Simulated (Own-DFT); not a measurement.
Si3N4 (beta silicon nitride, atoms displaced) (calculated)

All values are calculated (Own-DFT development build). A calculation, not a measurement: plane-wave PBE density functional theory by an unreviewed code, no spin, of a simulated periodic cell, stress positive in tension, free energy of the whole cell less one offset for each atom, forces on such cells passed a denser k mesh, this cell's mesh not checked; offsets are fitted by least squares, one for each functional and potential file, so energies compare only between cells with the same atoms and settings and are not formation energies; the far tail of each file's local potential was reset to the Coulomb form; each entry is a single point on an unrelaxed cell, so the pressure reflects the starting lattice, mostly measured values (interpolated for alloys), from which strain is counted, and rises with the displacements; printed positions are rounded, which can move forces by about a meV/angstrom; the program, named Own-DFT, is a retired in-house code; no spin-orbit coupling.

Settings shared by all entries: functional PBE; potential files PseudoDojo norm-conserving, scalar-relativistic, standard set; wave cutoff 42 hartree; occupations Fermi-Dirac; smearing width 0.1 eV; k mesh 3 x 3 x 3 centred on Gamma.

(1) Si3N4 (beta silicon nitride, atoms displaced)

```cif
# cell vector a (Å): 7.6060 0.0000 0.0000
# cell vector b (Å): -3.8030 6.5870 0.0000
# cell vector c (Å): 0.0000 0.0000 8.7270
data_Si3N4
_symmetry_space_group_name_H-M 'P 1'
_symmetry_Int_Tables_number 1
_cell_length_a 7.6060
_cell_length_b 7.6060
_cell_length_c 8.7270
_cell_angle_alpha 90.000
_cell_angle_beta 90.000
_cell_angle_gamma 120.000
_cell_volume 437.23
loop_
_atom_site_label
_atom_site_type_symbol
_atom_site_fract_x
_atom_site_fract_y
_atom_site_fract_z
_atom_site_occupancy
Si1 Si 0.17648 0.77166 0.10418 1
Si2 Si 0.22862 0.40210 0.09531 1
Si3 Si 0.61065 0.85432 0.07199 1
Si4 Si 0.81633 0.20847 0.25876 1
Si5 Si 0.74748 0.58453 0.25560 1
Si6 Si 0.41350 0.17507 0.24750 1
N1 N 0.33061 0.00046 0.06891 1
N2 N 0.97353 0.31951 0.09189 1
N3 N 0.70938 0.66876 0.09045 1
N4 N 0.67295 0.97201 0.26564 1
N5 N 0.05327 0.69636 0.24713 1
N6 N 0.29969 0.32321 0.25122 1
N7 N 0.36038 0.67325 0.08429 1
N8 N 0.69080 0.34670 0.26179 1
Si7 Si 0.18147 0.78626 0.43587 1
Si8 Si 0.21362 0.40565 0.41023 1
Si9 Si 0.59918 0.82982 0.42331 1
Si10 Si 0.81668 0.23190 0.57414 1
Si11 Si 0.75349 0.57738 0.59563 1
Si12 Si 0.40989 0.18186 0.58650 1
N9 N 0.34628 0.02724 0.42617 1
N10 N 0.97599 0.30562 0.40966 1
N11 N 0.73246 0.68538 0.42813 1
N12 N 0.65766 0.96517 0.58428 1
N13 N 0.02301 0.67556 0.58100 1
N14 N 0.29686 0.33836 0.59271 1
N15 N 0.32645 0.65956 0.42635 1
N16 N 0.67358 0.33212 0.57579 1
Si13 Si 0.15510 0.76215 0.74667 1
Si14 Si 0.22696 0.40143 0.73670 1
Si15 Si 0.60412 0.82323 0.75169 1
Si16 Si 0.82273 0.22886 0.93417 1
Si17 Si 0.76193 0.59141 0.92580 1
Si18 Si 0.39889 0.17443 0.92632 1
N17 N 0.33160 0.03861 0.75347 1
N18 N 0.95957 0.31712 0.75973 1
N19 N 0.68834 0.64925 0.73598 1
N20 N 0.67246 0.95989 0.91275 1
N21 N 0.02484 0.69617 0.92374 1
N22 N 0.32076 0.37513 0.90157 1
N23 N 0.31707 0.66873 0.75019 1
N24 N 0.66500 0.31832 0.89912 1
```

The calculation gives: free energy of cell above offsets 5.111 eV; pressure 11.64 GPa; stress xx -6.21 GPa; stress yy -12.83 GPa; stress zz -15.9 GPa; stress yz 1.83 GPa; stress xz 3.77 GPa; stress xy 0.19 GPa.

Force:
```tsv
element	x (eV/Å)	y (eV/Å)	z (eV/Å)
Si	3.996	-4.599	-8.79
Si	0.72	3.906	-4.797
Si	-0.204	-7.217	6.691
Si	0.761	7.13	-1.301
Si	3.849	3.132	0.982
Si	1.271	-1.079	0.869
N	0.622	9.068	2.513
N	-0.156	-2.458	1.026
N	-2.615	1.873	-0.319
N	-0.193	-2.909	-3.666
N	-5.995	-1.933	9.384
N	0.623	-0.828	0.843
N	-2.754	-0.528	1.094
N	-2.6	-4.715	-1.007
Si	0.717	-5.005	-4.041
Si	5.493	2.044	2.283
Si	-0.423	-4.529	0.699
Si	3.744	-0.541	3.558
Si	5.059	0.265	-6.71
Si	-0.485	-0.253	1.411
N	-0.653	3.846	-1.542
N	-3.997	-3.081	1.712
N	-3.139	0.492	-1.54
N	1.085	2.035	0.873
N	-2.075	0.493	1.375
N	3.937	-2.958	-8.163
N	1.445	2.09	-0.64
N	-3.975	-0.573	-0.085
Si	2.054	0.982	2.794
Si	-6.328	4.004	5.955
Si	-3.92	-2.479	-2.189
Si	1.135	1.405	-4.396
Si	2.253	-1.614	-2.142
Si	-0.217	1.271	-3.996
N	-0.953	-1.353	-0.633
N	1.558	-1.631	-2.078
N	-3.302	3.225	8.27
N	1.287	4.576	-1.916
N	-0.659	0.515	-0.138
N	2.627	-4.1	5.478
N	3.505	0.507	-0.381
N	-3.096	1.521	2.662
```

(2) Si3N4 (beta silicon nitride, atoms displaced)

```cif
# cell vector a (Å): 7.6060 0.0000 0.0000
# cell vector b (Å): -3.8030 6.5870 0.0000
# cell vector c (Å): 0.0000 0.0000 8.7270
data_Si3N4
_symmetry_space_group_name_H-M 'P 1'
_symmetry_Int_Tables_number 1
_cell_length_a 7.6060
_cell_length_b 7.6060
_cell_length_c 8.7270
_cell_angle_alpha 90.000
_cell_angle_beta 90.000
_cell_angle_gamma 120.000
_cell_volume 437.23
loop_
_atom_site_label
_atom_site_type_symbol
_atom_site_fract_x
_atom_site_fract_y
_atom_site_fract_z
_atom_site_occupancy
Si1 Si 0.17852 0.78357 0.08091 1
Si2 Si 0.22397 0.40474 0.08925 1
Si3 Si 0.59616 0.83861 0.08580 1
Si4 Si 0.81332 0.24641 0.24613 1
Si5 Si 0.77031 0.57794 0.26018 1
Si6 Si 0.40715 0.18198 0.24007 1
N1 N 0.32849 0.02839 0.09277 1
N2 N 0.98224 0.33590 0.06617 1
N3 N 0.69630 0.65540 0.08784 1
N4 N 0.68832 0.98268 0.26405 1
N5 N 0.04300 0.70105 0.24481 1
N6 N 0.28743 0.32087 0.24030 1
N7 N 0.33620 0.64823 0.11197 1
N8 N 0.69099 0.34424 0.23993 1
Si7 Si 0.18562 0.76674 0.39115 1
Si8 Si 0.24037 0.40046 0.40832 1
Si9 Si 0.59237 0.83499 0.42916 1
Si10 Si 0.84051 0.24463 0.58765 1
Si11 Si 0.76080 0.60056 0.58719 1
Si12 Si 0.40146 0.17032 0.57118 1
N9 N 0.32745 0.02787 0.41208 1
N10 N 0.97756 0.30458 0.42108 1
N11 N 0.70195 0.66476 0.40401 1
N12 N 0.65759 0.96604 0.58721 1
N13 N 0.01830 0.69282 0.57690 1
N14 N 0.32349 0.32628 0.59638 1
N15 N 0.34075 0.65960 0.43645 1
N16 N 0.65248 0.31549 0.57046 1
Si13 Si 0.17673 0.78975 0.75617 1
Si14 Si 0.20553 0.38640 0.74099 1
Si15 Si 0.59604 0.84084 0.73708 1
Si16 Si 0.82665 0.22595 0.92627 1
Si17 Si 0.75914 0.58067 0.91540 1
Si18 Si 0.40852 0.16844 0.93002 1
N17 N 0.34279 0.05329 0.76715 1
N18 N 0.96794 0.31716 0.75021 1
N19 N 0.69771 0.68247 0.73318 1
N20 N 0.64007 0.94125 0.89854 1
N21 N 0.00926 0.68814 0.90922 1
N22 N 0.29644 0.34565 0.92040 1
N23 N 0.32490 0.66803 0.75305 1
N24 N 0.67064 0.34223 0.90447 1
```

It finds free energy of cell above offsets 6.379 eV; pressure 12.82 GPa; stress xx -12.19 GPa; stress yy -12.46 GPa; stress zz -13.8 GPa; stress yz -5.59 GPa; stress xz 1.45 GPa; stress xy 1.63 GPa.

Force:
```tsv
element	x (eV/Å)	y (eV/Å)	z (eV/Å)
Si	0.492	-6.471	-1.69
Si	1.455	0.15	-4.107
Si	1.777	-4.465	0.684
Si	13.85	-5.231	1.768
Si	-0.978	6.947	-3.592
Si	0.708	0.517	4.169
N	1.02	1.35	-1.791
N	-2.113	-2.379	4.654
N	-0.588	1.303	0.008
N	-1.108	0.293	-2.992
N	-3.052	-1.555	-2.242
N	2.165	-1.629	2.101
N	-2.338	7.162	-0.887
N	-12.08	-1.011	-0.486
Si	0.605	-0.649	7.775
Si	-0.875	0.76	3.458
Si	2.215	-2.628	-3.226
Si	-3.792	-1.011	-2.3
Si	2.615	-2.512	-4.116
Si	3.077	-2.155	3.554
N	0.262	0.237	-2.436
N	0.253	0.012	-1.611
N	-2.349	1.139	3.616
N	0.97	6.229	-3.446
N	2.058	1.915	-0.011
N	-6.418	2.822	-2.726
N	-1.091	0.474	-1.624
N	2.456	2.88	0.212
Si	0.562	-2.628	-2.526
Si	5.091	4.793	2.663
Si	-1.395	-8.874	1.103
Si	-2.516	-0.382	-5
Si	-3.442	4.632	-0.154
Si	-1.887	5.183	-2.075
N	-0.631	-4.041	-3.978
N	-1.876	-2.608	1.467
N	-0.314	-0.144	4.616
N	0.887	7.004	8.689
N	3.682	3.413	1.766
N	1.852	-2.661	-0.33
N	-0.078	0.037	-0.425
N	0.873	-6.22	1.468
```

(3) Si3N4 (beta silicon nitride, atoms displaced)

```cif
# cell vector a (Å): 7.6060 0.0000 0.0000
# cell vector b (Å): -3.8030 6.5870 0.0000
# cell vector c (Å): 0.0000 0.0000 8.7270
data_Si3N4
_symmetry_space_group_name_H-M 'P 1'
_symmetry_Int_Tables_number 1
_cell_length_a 7.6060
_cell_length_b 7.6060
_cell_length_c 8.7270
_cell_angle_alpha 90.000
_cell_angle_beta 90.000
_cell_angle_gamma 120.000
_cell_volume 437.23
loop_
_atom_site_label
_atom_site_type_symbol
_atom_site_fract_x
_atom_site_fract_y
_atom_site_fract_z
_atom_site_occupancy
Si1 Si 0.17302 0.76142 0.11566 1
Si2 Si 0.25296 0.38860 0.07967 1
Si3 Si 0.58095 0.83845 0.07766 1
Si4 Si 0.83754 0.23548 0.25083 1
Si5 Si 0.76885 0.61793 0.24668 1
Si6 Si 0.40790 0.21038 0.24718 1
N1 N 0.30954 0.99236 0.08248 1
N2 N 0.99175 0.29467 0.08908 1
N3 N 0.71864 0.67828 0.08020 1
N4 N 0.68939 0.99616 0.25450 1
N5 N 0.04053 0.71438 0.25282 1
N6 N 0.31789 0.35424 0.25431 1
N7 N 0.32235 0.67328 0.08049 1
N8 N 0.67843 0.32872 0.23064 1
Si7 Si 0.17999 0.76531 0.40097 1
Si8 Si 0.24620 0.40934 0.41985 1
Si9 Si 0.59131 0.83739 0.43758 1
Si10 Si 0.80025 0.21429 0.58836 1
Si11 Si 0.76259 0.59792 0.56778 1
Si12 Si 0.38678 0.13310 0.57799 1
N9 N 0.32382 0.02962 0.40713 1
N10 N 0.93711 0.27864 0.40764 1
N11 N 0.70329 0.66882 0.40589 1
N12 N 0.67641 0.97656 0.60462 1
N13 N 0.03045 0.70200 0.57009 1
N14 N 0.31782 0.33637 0.57576 1
N15 N 0.36014 0.67366 0.42119 1
N16 N 0.66046 0.33536 0.58678 1
Si13 Si 0.18693 0.77815 0.73922 1
Si14 Si 0.22928 0.39859 0.75949 1
Si15 Si 0.58553 0.83181 0.76941 1
Si16 Si 0.83042 0.22022 0.93513 1
Si17 Si 0.76839 0.57191 0.93142 1
Si18 Si 0.39701 0.17604 0.90303 1
N17 N 0.35140 0.06296 0.75548 1
N18 N 0.00190 0.33593 0.77520 1
N19 N 0.70059 0.66070 0.76302 1
N20 N 0.67994 0.98274 0.91376 1
N21 N 0.04539 0.72103 0.91242 1
N22 N 0.30409 0.35345 0.90761 1
N23 N 0.31934 0.66668 0.74180 1
N24 N 0.67997 0.32462 0.93057 1
```

It finds free energy of cell above offsets 12.745 eV; pressure 17.01 GPa; stress xx -10.72 GPa; stress yy -15.04 GPa; stress zz -25.26 GPa; stress yz -2.09 GPa; stress xz -2.33 GPa; stress xy 0.47 GPa.

Force:
```tsv
element	x (eV/Å)	y (eV/Å)	z (eV/Å)
Si	0.71	-1.463	-12.62
Si	-6.668	4.416	1.21
Si	1.528	-0.303	3.321
Si	-2.256	1.447	-5.777
Si	4.262	-3.794	-1.463
Si	9.192	-7.533	-0.657
N	-0.039	12.78	-0.838
N	0.015	-0.513	0.617
N	-4.458	1.813	0.036
N	-1.278	-8.321	-0.353
N	-7.028	-4.114	4.689
N	-1.944	1.505	-0.682
N	6.193	-3.416	0.285
N	-4.378	3.389	1.118
Si	1.304	0.516	5.554
Si	-3.769	0.173	1.648
Si	4.983	2.757	-3.873
Si	2.073	8.543	-0.203
Si	1.547	-1.465	5.29
Si	-0.207	8.076	-1.101
N	0.357	-0.533	-1.156
N	6.833	4.008	9.098
N	-3.724	2.745	2.919
N	-0.442	-4.703	-0.609
N	0.982	1.1	0.271
N	-0.699	-1.443	2.261
N	-6.082	-2.715	-0.855
N	0.279	-1.908	-0.682
Si	-5.387	-1.139	3.036
Si	0.156	4.597	-9.339
Si	2.117	-5.102	-3.227
Si	1.997	5.916	-2.014
Si	2.458	4.289	-4.423
Si	2.329	3.245	10.38
N	0.032	-8.83	-6.74
N	-7.632	-5.508	-1.725
N	-1.973	1.036	-1.99
N	-0.695	-3.036	2.55
N	-1.21	-1.632	1.093
N	8.122	-3.961	5.148
N	5.595	0.909	0.362
N	-3.196	-1.824	-0.56
```

(4) Si3N4 (beta silicon nitride, atoms displaced)

```cif
# cell vector a (Å): 7.6060 0.0000 0.0000
# cell vector b (Å): -3.8030 6.5870 0.0000
# cell vector c (Å): 0.0000 0.0000 8.7270
data_Si3N4
_symmetry_space_group_name_H-M 'P 1'
_symmetry_Int_Tables_number 1
_cell_length_a 7.6060
_cell_length_b 7.6060
_cell_length_c 8.7270
_cell_angle_alpha 90.000
_cell_angle_beta 90.000
_cell_angle_gamma 120.000
_cell_volume 437.23
loop_
_atom_site_label
_atom_site_type_symbol
_atom_site_fract_x
_atom_site_fract_y
_atom_site_fract_z
_atom_site_occupancy
Si1 Si 0.17402 0.73200 0.07923 1
Si2 Si 0.21857 0.41081 0.06717 1
Si3 Si 0.58875 0.83514 0.07210 1
Si4 Si 0.84184 0.21647 0.25629 1
Si5 Si 0.77513 0.61290 0.24766 1
Si6 Si 0.41690 0.19701 0.24229 1
N1 N 0.34569 0.04816 0.08929 1
N2 N 0.98460 0.30176 0.08641 1
N3 N 0.68819 0.66841 0.09515 1
N4 N 0.67035 0.95537 0.26820 1
N5 N 0.04965 0.73976 0.25381 1
N6 N 0.28887 0.32218 0.25005 1
N7 N 0.36103 0.66182 0.07997 1
N8 N 0.68129 0.35089 0.25772 1
Si7 Si 0.18283 0.75112 0.41524 1
Si8 Si 0.23061 0.41511 0.38340 1
Si9 Si 0.59493 0.82818 0.41708 1
Si10 Si 0.83674 0.24090 0.57665 1
Si11 Si 0.76807 0.58444 0.58028 1
Si12 Si 0.37756 0.18096 0.59673 1
N9 N 0.31239 0.04574 0.42150 1
N10 N 0.98608 0.29891 0.39310 1
N11 N 0.71767 0.67223 0.43695 1
N12 N 0.68034 0.99107 0.57943 1
N13 N 0.04241 0.71090 0.59616 1
N14 N 0.28992 0.31375 0.58328 1
N15 N 0.33374 0.65904 0.43766 1
N16 N 0.65503 0.34987 0.57978 1
Si13 Si 0.19569 0.79683 0.75501 1
Si14 Si 0.22810 0.40729 0.73829 1
Si15 Si 0.60214 0.82089 0.75890 1
Si16 Si 0.82386 0.24060 0.89893 1
Si17 Si 0.75817 0.57240 0.91982 1
Si18 Si 0.37286 0.15745 0.91650 1
N17 N 0.34245 0.05063 0.74620 1
N18 N 0.96850 0.31342 0.74594 1
N19 N 0.68904 0.65496 0.74186 1
N20 N 0.67319 0.98969 0.91995 1
N21 N 0.03363 0.71397 0.91753 1
N22 N 0.30117 0.35403 0.91525 1
N23 N 0.34956 0.67317 0.75213 1
N24 N 0.67546 0.34972 0.92393 1
```

The calculation gives: free energy of cell above offsets 8.573 eV; pressure 15.8 GPa; stress xx -13.14 GPa; stress yy -20.12 GPa; stress zz -14.15 GPa; stress yz -0.03 GPa; stress xz -1.38 GPa; stress xy 1.15 GPa.

Force:
```tsv
element	x (eV/Å)	y (eV/Å)	z (eV/Å)
Si	-2.642	4.089	1.935
Si	6.2	-0.359	3.236
Si	5.398	2.211	3.856
Si	-6.9	-0.896	-5.848
Si	2.148	-1.169	3.934
Si	1.725	-1.416	4.509
N	0.195	-3.604	-2.8
N	-6.435	-2.519	-1.454
N	0.061	1.075	-4.139
N	-0.249	3.943	-7.918
N	0.59	-2.894	-2.247
N	1.399	0.557	-6.447
N	-7.005	-0.891	0.421
N	1.426	-1.294	-0.911
Si	-5.013	6.032	2.511
Si	1.813	0.518	7.398
Si	2.11	-3.067	6.699
Si	-3.349	1.297	-1.299
Si	2.802	4.186	4.316
Si	10.37	-3.162	-7.483
N	1.937	-1.982	-0.73
N	-0.61	1.249	7.946
N	-4.819	3.642	-7.614
N	0.196	-3.239	1.257
N	0.215	-1.089	-1.707
N	-10.86	7.85	-0.862
N	2.392	0.128	-1.592
N	3.559	-7.69	0.731
Si	-0.221	-4.134	-1.353
Si	0.756	1.383	0.504
Si	0.638	1.855	-2.808
Si	-0.942	1.187	3.946
Si	-2.562	10.94	-0.671
Si	1.207	4.575	2.482
N	0.377	-3.062	4.364
N	1.656	0.472	-1.359
N	0.49	1.014	3.479
N	0.365	-2.07	-1.359
N	1.021	-0.225	0.271
N	2.654	-3.471	-3.125
N	-2.921	0.657	0.361
N	0.822	-10.62	-0.431
```

(5) Si3N4 (beta silicon nitride, atoms displaced)

```cif
# cell vector a (Å): 7.6060 0.0000 0.0000
# cell vector b (Å): -3.8030 6.5870 0.0000
# cell vector c (Å): 0.0000 0.0000 8.7270
data_Si3N4
_symmetry_space_group_name_H-M 'P 1'
_symmetry_Int_Tables_number 1
_cell_length_a 7.6060
_cell_length_b 7.6060
_cell_length_c 8.7270
_cell_angle_alpha 90.000
_cell_angle_beta 90.000
_cell_angle_gamma 120.000
_cell_volume 437.23
loop_
_atom_site_label
_atom_site_type_symbol
_atom_site_fract_x
_atom_site_fract_y
_atom_site_fract_z
_atom_site_occupancy
Si1 Si 0.15464 0.74588 0.05615 1
Si2 Si 0.22050 0.39924 0.09480 1
Si3 Si 0.59032 0.82232 0.07420 1
Si4 Si 0.83182 0.25556 0.23850 1
Si5 Si 0.77628 0.59214 0.24712 1
Si6 Si 0.42146 0.18647 0.25696 1
N1 N 0.31731 0.03173 0.07093 1
N2 N 0.94240 0.29529 0.09089 1
N3 N 0.70640 0.68858 0.08274 1
N4 N 0.65031 0.97035 0.25678 1
N5 N 0.02183 0.69523 0.24582 1
N6 N 0.31856 0.33961 0.25834 1
N7 N 0.33807 0.66977 0.08804 1
N8 N 0.65973 0.32995 0.25650 1
Si7 Si 0.19811 0.77721 0.42131 1
Si8 Si 0.23597 0.39103 0.41233 1
Si9 Si 0.62360 0.83804 0.40657 1
Si10 Si 0.85317 0.22837 0.59437 1
Si11 Si 0.78158 0.61072 0.56852 1
Si12 Si 0.40604 0.18069 0.57737 1
N9 N 0.32127 0.01737 0.42821 1
N10 N 0.95293 0.27275 0.41794 1
N11 N 0.74105 0.70342 0.41965 1
N12 N 0.63466 0.96932 0.59675 1
N13 N 0.03139 0.70074 0.59762 1
N14 N 0.31273 0.34712 0.59498 1
N15 N 0.32954 0.66627 0.41321 1
N16 N 0.67305 0.35672 0.58484 1
Si13 Si 0.18730 0.79022 0.75889 1
Si14 Si 0.22493 0.42207 0.75634 1
Si15 Si 0.57840 0.81211 0.77496 1
Si16 Si 0.84343 0.25024 0.91075 1
Si17 Si 0.75522 0.58219 0.92782 1
Si18 Si 0.39906 0.16845 0.91467 1
N17 N 0.33705 0.05039 0.74173 1
N18 N 0.99078 0.30378 0.75474 1
N19 N 0.72752 0.68149 0.75905 1
N20 N 0.66513 0.98614 0.90337 1
N21 N 0.02672 0.72288 0.91115 1
N22 N 0.30279 0.32235 0.91259 1
N23 N 0.32342 0.67169 0.74993 1
N24 N 0.67437 0.32941 0.91367 1
```

Results for Si3N4 (beta silicon nitride, atoms displaced): free energy of cell above offsets 5.903 eV; pressure 12.23 GPa; stress xx -15.77 GPa; stress yy -7.67 GPa; stress zz -13.25 GPa; stress yz 1.29 GPa; stress xz -0.14 GPa; stress xy -0.22 GPa.

Force:
```tsv
element	x (eV/Å)	y (eV/Å)	z (eV/Å)
Si	3.19	4.234	9.103
Si	2.012	0.513	-2.151
Si	-1.229	4.231	2.155
Si	-3.856	-5.945	11.34
Si	-2.674	1.563	0.945
Si	-2.793	-6.828	-1.557
N	0.637	-1.674	3.771
N	8.459	3.469	-8.153
N	2.153	-2.475	1.242
N	0.576	2.782	-5.533
N	3.911	0.773	-1.07
N	-0.264	-0.565	-3.147
N	-2.417	-2.87	-1.234
N	1.905	3.816	-0.609
Si	-4.509	-4.462	0.374
Si	-4.01	3.389	5.303
Si	-4.176	-0.687	5.494
Si	-6.63	-2.014	-2.089
Si	1.617	-1.81	7.348
Si	2.143	2.27	1.727
N	-0.344	6.32	-2.995
N	3.23	1.907	-2.052
N	-1.705	0.103	-4.851
N	3.164	0.075	-0.931
N	2.567	1.208	-2.113
N	-1.256	-0.196	-2.39
N	4.93	-2.778	-0.416
N	1.299	-2.974	-0.792
Si	-2.501	0.246	-3.784
Si	8.551	0.566	-0.679
Si	3.145	-0.02	-7.139
Si	-2.359	-3.215	0.244
Si	0.303	1.339	-3.594
Si	1.958	1.173	-1.388
N	0.017	-2.45	1.986
N	-4.898	-2.41	0.816
N	-4.052	0.831	-0.707
N	0.611	0.472	5.203
N	-1.654	-2.297	-2.335
N	-4.063	3.233	2.177
N	0.726	0.201	1.561
N	-1.714	0.96	0.922
```
